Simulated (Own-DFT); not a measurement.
Simulation results for GaN (wurtzite, strained, atoms displaced)

Computed with Own-DFT development build. A calculation, not a measurement: plane-wave PBE density functional theory by an unreviewed code, no spin, of a simulated periodic cell, stress positive in tension, free energy of the whole cell less one offset for each atom, forces on such cells passed a denser k mesh, this cell's mesh not checked; offsets are fitted by least squares, one for each functional and potential file, so energies compare only between cells with the same atoms and settings and are not formation energies; the far tail of each file's local potential was reset to the Coulomb form; each entry is a single point on an unrelaxed cell, so the pressure reflects the starting lattice, mostly measured values (interpolated for alloys), from which strain is counted, and rises with the displacements; printed positions are rounded, which can move forces by about a meV/angstrom; the program, named Own-DFT, is a retired in-house code; no spin-orbit coupling.

Common to all runs: functional PBE; potential files PseudoDojo norm-conserving, scalar-relativistic, standard set with the stringent files for Ga; wave cutoff 96 hartree; occupations Gaussian; smearing width 0.01 eV; k mesh 3 x 4 x 3 centred on Gamma.

(1) GaN (wurtzite, strained, atoms displaced)

```cif
# cell vector a (Å): 12.6690 -0.1845 -0.0069
# cell vector b (Å): -4.8707 8.2299 -0.0653
# cell vector c (Å): -0.0056 -0.0849 10.2433
data_GaN
_symmetry_space_group_name_H-M 'P 1'
_symmetry_Int_Tables_number 1
_cell_length_a 12.6703
_cell_length_b 9.5634
_cell_length_c 10.2437
_cell_angle_alpha 90.784
_cell_angle_beta 90.056
_cell_angle_gamma 121.452
_cell_volume 1058.74
loop_
_atom_site_label
_atom_site_type_symbol
_atom_site_fract_x
_atom_site_fract_y
_atom_site_fract_z
_atom_site_occupancy
Ga1 Ga 0.08740 0.22728 0.00079 1
Ga2 Ga 0.16857 0.10525 0.25315 1
N1 N 0.07874 0.23090 0.19247 1
N2 N 0.16698 0.11572 0.43080 1
Ga3 Ga 0.08068 0.21830 0.50300 1
Ga4 Ga 0.17127 0.11713 0.75599 1
N3 N 0.08173 0.22325 0.68409 1
N4 N 0.16589 0.11068 0.93892 1
Ga5 Ga 0.08923 0.55364 0.99891 1
Ga6 Ga 0.17300 0.45695 0.24933 1
N5 N 0.07796 0.55564 0.18503 1
N6 N 0.17509 0.44353 0.44320 1
Ga7 Ga 0.07775 0.55261 0.50070 1
Ga8 Ga 0.16337 0.45079 0.75416 1
N7 N 0.08177 0.56129 0.70175 1
N8 N 0.17062 0.45847 0.93640 1
Ga9 Ga 0.08243 0.89445 0.99641 1
Ga10 Ga 0.17128 0.78043 0.25278 1
N9 N 0.08550 0.89681 0.18084 1
N10 N 0.16774 0.77615 0.43685 1
Ga11 Ga 0.07869 0.88117 0.50748 1
Ga12 Ga 0.16541 0.78051 0.74836 1
N11 N 0.07717 0.88616 0.68534 1
N12 N 0.16204 0.77366 0.93455 1
Ga13 Ga 0.33964 0.22134 0.00011 1
Ga14 Ga 0.41871 0.11003 0.26264 1
N13 N 0.33530 0.23182 0.19630 1
N14 N 0.42039 0.10625 0.44218 1
Ga15 Ga 0.33499 0.22425 0.49681 1
Ga16 Ga 0.41232 0.10967 0.74559 1
N15 N 0.32837 0.21303 0.68821 1
N16 N 0.41717 0.10458 0.93073 1
Ga17 Ga 0.33310 0.55104 0.99930 1
Ga18 Ga 0.41664 0.44507 0.25652 1
N17 N 0.33273 0.55690 0.20075 1
N18 N 0.41595 0.45172 0.44214 1
Ga19 Ga 0.33913 0.56790 0.50301 1
Ga20 Ga 0.41697 0.44273 0.75108 1
N19 N 0.34587 0.55881 0.68338 1
N20 N 0.41502 0.44221 0.93624 1
Ga21 Ga 0.33324 0.89850 0.00252 1
Ga22 Ga 0.42080 0.77710 0.25471 1
N21 N 0.33240 0.88236 0.17416 1
N22 N 0.42706 0.79001 0.43962 1
Ga23 Ga 0.34160 0.89584 0.50046 1
Ga24 Ga 0.41445 0.78362 0.74545 1
N23 N 0.33745 0.89146 0.68912 1
N24 N 0.41849 0.77154 0.93889 1
Ga25 Ga 0.58523 0.22403 0.99996 1
Ga26 Ga 0.66645 0.11824 0.25140 1
N25 N 0.58438 0.21246 0.18711 1
N26 N 0.66068 0.10472 0.44002 1
Ga27 Ga 0.57915 0.22072 0.49669 1
Ga28 Ga 0.66703 0.10347 0.74968 1
N27 N 0.57571 0.21291 0.68670 1
N28 N 0.67069 0.10939 0.93173 1
Ga29 Ga 0.57842 0.54817 0.99130 1
Ga30 Ga 0.66716 0.44158 0.25591 1
N29 N 0.58848 0.56430 0.18324 1
N30 N 0.66655 0.44302 0.44803 1
Ga31 Ga 0.57469 0.55965 0.49787 1
Ga32 Ga 0.67039 0.44587 0.74932 1
N31 N 0.57791 0.55436 0.68837 1
N32 N 0.66860 0.45015 0.94140 1
Ga33 Ga 0.57651 0.88193 0.99719 1
Ga34 Ga 0.67031 0.78521 0.24447 1
N33 N 0.57783 0.88225 0.18890 1
N34 N 0.66432 0.77485 0.43512 1
Ga35 Ga 0.57940 0.89381 0.50049 1
Ga36 Ga 0.66533 0.78705 0.74777 1
N35 N 0.57803 0.88774 0.69063 1
N36 N 0.65728 0.78487 0.94236 1
Ga37 Ga 0.83466 0.21697 0.00798 1
Ga38 Ga 0.90820 0.10144 0.24014 1
N37 N 0.83713 0.22142 0.19141 1
N38 N 0.92288 0.11631 0.44151 1
Ga39 Ga 0.84196 0.22655 0.50232 1
Ga40 Ga 0.92121 0.11788 0.75322 1
N39 N 0.83985 0.22144 0.68685 1
N40 N 0.91942 0.11083 0.94296 1
Ga41 Ga 0.82846 0.55676 0.00253 1
Ga42 Ga 0.92149 0.44835 0.25321 1
N41 N 0.83128 0.55342 0.19471 1
N42 N 0.91353 0.43569 0.44290 1
Ga43 Ga 0.83748 0.55711 0.49329 1
Ga44 Ga 0.91181 0.43734 0.74475 1
N43 N 0.83309 0.55890 0.68528 1
N44 N 0.92156 0.43960 0.94010 1
Ga45 Ga 0.83166 0.89102 0.99991 1
Ga46 Ga 0.92278 0.78450 0.24730 1
N45 N 0.83176 0.88859 0.18893 1
N46 N 0.91361 0.77776 0.43039 1
Ga47 Ga 0.83293 0.88152 0.49877 1
Ga48 Ga 0.91454 0.78188 0.75103 1
N47 N 0.83329 0.89442 0.69642 1
N48 N 0.92177 0.77925 0.94191 1
```

It finds free energy of cell above offsets -1.404 eV; pressure 14.64 GPa; stress xx -13.81 GPa; stress yy -15.14 GPa; stress zz -14.97 GPa; stress yz -1.51 GPa; stress xz -0.3 GPa; stress xy -5.8 GPa.

Force:
```tsv
element	x (eV/Å)	y (eV/Å)	z (eV/Å)
Ga	-0.098	0.301	0.904
Ga	-1.659	1.786	-1.228
N	1.615	-0.644	-0.805
N	0.511	-1.209	2.468
Ga	1.593	1.141	-1.105
Ga	-1.669	-0.661	-1.188
N	1.246	0.507	1.97
N	0.446	1.226	0.318
Ga	-2.391	1.218	0.283
Ga	-1.869	-1.724	1.271
N	1.74	0.935	0.68
N	-2.235	0.682	-0.33
Ga	2.446	0.156	0.782
Ga	1.477	-0.119	-1.729
N	0.436	-0.91	-2.508
N	1.522	-2.302	0.307
Ga	1.806	-0.81	0.237
Ga	-0.809	-0.088	-1.465
N	0.928	-1.259	0.837
N	-0.175	0.364	0.888
Ga	0.357	1.3	-2.3
Ga	-0.084	0.797	0.501
N	0.892	0.76	1.455
N	0.175	1.293	0.586
Ga	-0.561	-0.178	0.605
Ga	-0.477	-0.277	-2.951
N	1.52	-1.891	-1.217
N	-2.592	0.776	-0.404
Ga	-0.673	-0.082	0.404
Ga	0.512	0.396	0.311
N	0.546	1.107	-0.753
N	-0.43	1.716	0.884
Ga	0.379	1.035	0.973
Ga	0.343	1.701	-0.67
N	1.556	0.03	-2.126
N	-0.47	-1.57	-0.528
Ga	-0.241	-0.582	-0.427
Ga	-0.468	-0.238	-0.578
N	-2.203	-0.068	1.547
N	-0.619	-0.987	0.334
Ga	0.544	-2.218	-2.767
Ga	-1.144	0.428	-0.819
N	0.202	0.746	4.611
N	-3.13	-1.821	-0.595
Ga	-0.749	-2.005	0.623
Ga	0.677	-1.527	1.738
N	-1.471	-0.708	-0.877
N	-2.658	0.003	-0.875
Ga	0.823	-0.621	-0.75
Ga	1.782	-1.839	0.345
N	-1.865	1.434	0.027
N	0.853	2.129	-0.249
Ga	2.576	0.95	1.685
Ga	-0.623	1.692	-0.61
N	1.402	1.095	0.246
N	-0.929	0.292	1.687
Ga	0.328	2.036	1.34
Ga	-1.153	0.526	-0.248
N	-0.041	-1.804	0.492
N	-0.989	0.313	-1.223
Ga	2.714	0.197	1.036
Ga	-1.289	-0.598	-0.677
N	1.718	0.536	0.206
N	-0.64	-1.186	-1.028
Ga	-0.363	2.106	1.416
Ga	-1.202	-0.909	0.717
N	1.182	1.691	-0.398
N	-0.266	1.078	0.359
Ga	3.622	0.258	1.03
Ga	-0.062	-1.229	0.718
N	0.948	0.021	-1.144
N	3.426	-1.71	-1.262
Ga	-0.347	0.872	-1.363
Ga	1.295	2.154	2.224
N	-1.514	0.217	0.528
N	-1.65	-1.853	-1.255
Ga	-0.916	-2.499	-0.391
Ga	-0.134	-0.441	0.36
N	-1.15	-0.64	0.133
N	-0.129	0.238	-0.521
Ga	2.761	0.044	0.411
Ga	-1.066	-0.798	-0.442
N	0.817	0.269	-0.387
N	-0.463	1.643	-0.97
Ga	-0.771	-0.214	0.831
Ga	-0.554	1.213	1.849
N	0.824	-0.175	-0.072
N	-1.762	-0.017	-0.23
Ga	0.058	-0.929	-0.44
Ga	-0.758	-0.474	-0.702
N	1.336	-0.971	-0.844
N	1.004	-0.218	1.081
Ga	-1.08	1.296	0.489
Ga	-0.201	-0.533	0.546
N	0.34	-0.584	-1.173
N	-2.484	-0.584	-0.645
```

(2) GaN (wurtzite, strained, atoms displaced)

```cif
# cell vector a (Å): 12.6842 0.1696 0.1396
# cell vector b (Å): -4.6464 8.1921 0.0719
# cell vector c (Å): 0.1135 0.1555 10.5093
data_GaN
_symmetry_space_group_name_H-M 'P 1'
_symmetry_Int_Tables_number 1
_cell_length_a 12.6861
_cell_length_b 9.4183
_cell_length_c 10.5111
_cell_angle_alpha 89.131
_cell_angle_beta 88.740
_cell_angle_gamma 118.787
_cell_volume 1099.93
loop_
_atom_site_label
_atom_site_type_symbol
_atom_site_fract_x
_atom_site_fract_y
_atom_site_fract_z
_atom_site_occupancy
Ga1 Ga 0.07731 0.22244 0.00522 1
Ga2 Ga 0.17091 0.11224 0.25664 1
N1 N 0.08931 0.23153 0.18046 1
N2 N 0.16850 0.12035 0.44013 1
Ga3 Ga 0.08934 0.23279 0.50097 1
Ga4 Ga 0.16622 0.11278 0.74946 1
N3 N 0.09438 0.22944 0.68274 1
N4 N 0.16490 0.10747 0.93921 1
Ga5 Ga 0.08222 0.56294 0.00495 1
Ga6 Ga 0.16848 0.44778 0.25052 1
N5 N 0.07392 0.53892 0.18974 1
N6 N 0.16839 0.44011 0.43935 1
Ga7 Ga 0.08218 0.54635 0.50382 1
Ga8 Ga 0.16917 0.44670 0.75829 1
N7 N 0.07834 0.55066 0.68956 1
N8 N 0.16720 0.43743 0.93866 1
Ga9 Ga 0.08184 0.89312 0.00166 1
Ga10 Ga 0.16573 0.78603 0.24038 1
N9 N 0.08318 0.88314 0.18413 1
N10 N 0.16689 0.78331 0.43940 1
Ga11 Ga 0.08075 0.88159 0.49668 1
Ga12 Ga 0.17097 0.77896 0.74737 1
N11 N 0.07979 0.88974 0.69304 1
N12 N 0.17233 0.77994 0.93651 1
Ga13 Ga 0.32716 0.21912 0.00942 1
Ga14 Ga 0.41569 0.11165 0.24398 1
N13 N 0.33007 0.22390 0.18721 1
N14 N 0.42069 0.11611 0.43459 1
Ga15 Ga 0.33449 0.22639 0.50134 1
Ga16 Ga 0.41407 0.11826 0.75092 1
N15 N 0.33602 0.22573 0.69408 1
N16 N 0.41776 0.11260 0.93651 1
Ga17 Ga 0.33225 0.56003 0.00215 1
Ga18 Ga 0.41975 0.44442 0.24682 1
N17 N 0.33367 0.54562 0.18456 1
N18 N 0.41128 0.44169 0.43399 1
Ga19 Ga 0.32953 0.55433 0.49562 1
Ga20 Ga 0.42699 0.45616 0.74778 1
N19 N 0.33978 0.56363 0.69310 1
N20 N 0.41247 0.44039 0.93792 1
Ga21 Ga 0.34145 0.89523 0.99659 1
Ga22 Ga 0.41410 0.77940 0.25390 1
N21 N 0.33074 0.87980 0.19081 1
N22 N 0.41911 0.77455 0.44124 1
Ga23 Ga 0.32892 0.88951 0.50836 1
Ga24 Ga 0.41470 0.76978 0.74901 1
N23 N 0.33259 0.89727 0.68484 1
N24 N 0.41342 0.78236 0.94624 1
Ga25 Ga 0.59252 0.22693 0.98616 1
Ga26 Ga 0.67109 0.11745 0.24762 1
N25 N 0.58231 0.21746 0.18848 1
N26 N 0.67341 0.12191 0.43794 1
Ga27 Ga 0.58683 0.21803 0.49567 1
Ga28 Ga 0.66906 0.11955 0.75199 1
N27 N 0.57773 0.21238 0.68201 1
N28 N 0.67149 0.11637 0.94345 1
Ga29 Ga 0.57370 0.55298 0.00045 1
Ga30 Ga 0.65628 0.43739 0.25028 1
N29 N 0.58773 0.55861 0.18354 1
N30 N 0.67045 0.44797 0.43927 1
Ga31 Ga 0.58421 0.55882 0.49650 1
Ga32 Ga 0.67616 0.45059 0.75335 1
N31 N 0.58563 0.55144 0.69599 1
N32 N 0.66682 0.44908 0.93718 1
Ga33 Ga 0.58397 0.89243 0.00619 1
Ga34 Ga 0.66374 0.78799 0.24949 1
N33 N 0.58500 0.88995 0.18328 1
N34 N 0.66600 0.78131 0.43609 1
Ga35 Ga 0.58017 0.89813 0.50381 1
Ga36 Ga 0.67402 0.77842 0.75129 1
N35 N 0.58239 0.89273 0.68850 1
N36 N 0.66633 0.78412 0.93391 1
Ga37 Ga 0.82640 0.22617 0.00005 1
Ga38 Ga 0.91235 0.11802 0.25270 1
N37 N 0.83365 0.22705 0.19157 1
N38 N 0.91559 0.10022 0.43091 1
Ga39 Ga 0.83614 0.22436 0.49962 1
Ga40 Ga 0.92438 0.10885 0.75335 1
N39 N 0.83710 0.22198 0.69570 1
N40 N 0.91164 0.11752 0.94608 1
Ga41 Ga 0.83010 0.55744 0.99689 1
Ga42 Ga 0.91900 0.44192 0.25820 1
N41 N 0.83098 0.55498 0.19088 1
N42 N 0.91615 0.44824 0.44238 1
Ga43 Ga 0.83779 0.55524 0.49163 1
Ga44 Ga 0.91765 0.44369 0.75046 1
N43 N 0.83909 0.55966 0.69174 1
N44 N 0.91745 0.45063 0.93415 1
Ga45 Ga 0.84093 0.89050 0.99284 1
Ga46 Ga 0.92621 0.78370 0.25647 1
N45 N 0.83231 0.89723 0.18859 1
N46 N 0.91488 0.77593 0.44501 1
Ga47 Ga 0.84316 0.89065 0.50286 1
Ga48 Ga 0.91286 0.78074 0.74885 1
N47 N 0.82977 0.87923 0.69132 1
N48 N 0.91927 0.77178 0.93874 1
```

It finds free energy of cell above offsets -3.949 eV; pressure 6.48 GPa; stress xx -9.74 GPa; stress yy -7.38 GPa; stress zz -2.32 GPa; stress yz 3.61 GPa; stress xz 2.11 GPa; stress xy 4.33 GPa.

Force:
```tsv
element	x (eV/Å)	y (eV/Å)	z (eV/Å)
Ga	0.508	-0.385	-0.901
Ga	-1.543	0.188	-0.635
N	-0.265	-1.132	2.488
N	0.783	-1.437	-0.183
Ga	-0.738	-2.437	0.039
Ga	1.234	-0.493	0.611
N	-1.71	-0.014	0.782
N	-0.45	0.848	-0.176
Ga	0.325	-1.116	-0.826
Ga	0.59	-0.661	-0.389
N	0.862	2.466	-0.144
N	-0.759	1.835	-0.967
Ga	-0.555	1.342	-0.046
Ga	0.101	0.017	-0.693
N	1.521	0.797	-0.352
N	-0.72	1.41	0.391
Ga	0.759	-1.017	-1.026
Ga	2.02	-2.283	1.74
N	-1.143	1.99	0.266
N	1.087	-1.453	-0.905
Ga	-0.688	1.564	1.653
Ga	-1.284	-0.332	0.602
N	0.483	0.087	-0.95
N	-0.378	0.379	0.379
Ga	0.236	0.117	-2.056
Ga	0.39	-0.554	0.808
N	0.966	-0.325	0.68
N	-0.187	-0.516	0.012
Ga	0.394	-0.698	0.483
Ga	1.423	-0.797	0.279
N	-1.424	1.011	-1.325
N	0.236	0.957	0.428
Ga	0.046	-0.911	-0.373
Ga	0.159	0.112	0.395
N	-0.967	1.683	0.845
N	1.033	0.766	0.222
Ga	0.861	0.228	1.166
Ga	-1.108	-1.712	1.043
N	-0.909	-1.779	-1.414
N	0.039	0.425	0.046
Ga	-2.432	0.203	0.991
Ga	1.361	-0.929	-0.036
N	-0.768	1.403	-0.917
N	-1.131	0.856	-0.424
Ga	0.536	0.446	-1.933
Ga	-0.139	2.676	0.918
N	0.804	-0.632	1.22
N	2.74	-0.895	-1.717
Ga	-2.723	0.078	1.887
Ga	-0.439	-0.792	0.56
N	-0.518	0.468	-1.031
N	1.065	-1.229	-0.784
Ga	-1.942	1.222	0.693
Ga	0.295	-1.297	-0.267
N	0.342	1.501	0.87
N	-0.104	-1.236	-1.427
Ga	0.705	0.601	-0.476
Ga	1.887	0.629	0.196
N	-1.364	0.294	0.38
N	-0.228	-0.312	-0.283
Ga	-0.2	-0.152	0.573
Ga	-0.607	-1.122	-0.932
N	0.679	1.323	-1.629
N	0.067	0.191	0.054
Ga	-0.121	-0.486	-1.521
Ga	2.315	-1.244	0.512
N	-1.829	0.866	1.174
N	0.243	0.493	0.606
Ga	1.298	-0.658	-0.084
Ga	-2.785	-0.581	0.043
N	0.607	-0.057	0.509
N	0.751	-0.494	0.725
Ga	1.505	1.191	0.798
Ga	1.955	-0.977	-1.298
N	-0.437	0.422	-0.798
N	0.09	2.325	1.739
Ga	0.218	-0.88	0.887
Ga	-0.842	0.535	0.142
N	0.105	-0.285	-1.194
N	1.539	-0.507	-1.426
Ga	0.306	-0.697	1.502
Ga	-2.008	0.192	-0.867
N	0.333	0.196	0.141
N	2.458	-1.048	-0.506
Ga	-2.406	0.064	1.968
Ga	-0.211	-0.086	0.438
N	-0.446	-0.15	-1.198
N	0.305	-0.387	0.814
Ga	-1.7	-0.217	1.69
Ga	-2.714	-1.077	-0.891
N	1.101	-0.453	-0.263
N	1.736	0.122	-1.318
Ga	-2.835	-0.402	0.1
Ga	2.552	-1.221	0.88
N	0.181	2.611	-1.161
N	-0.379	1.428	-0.63
```
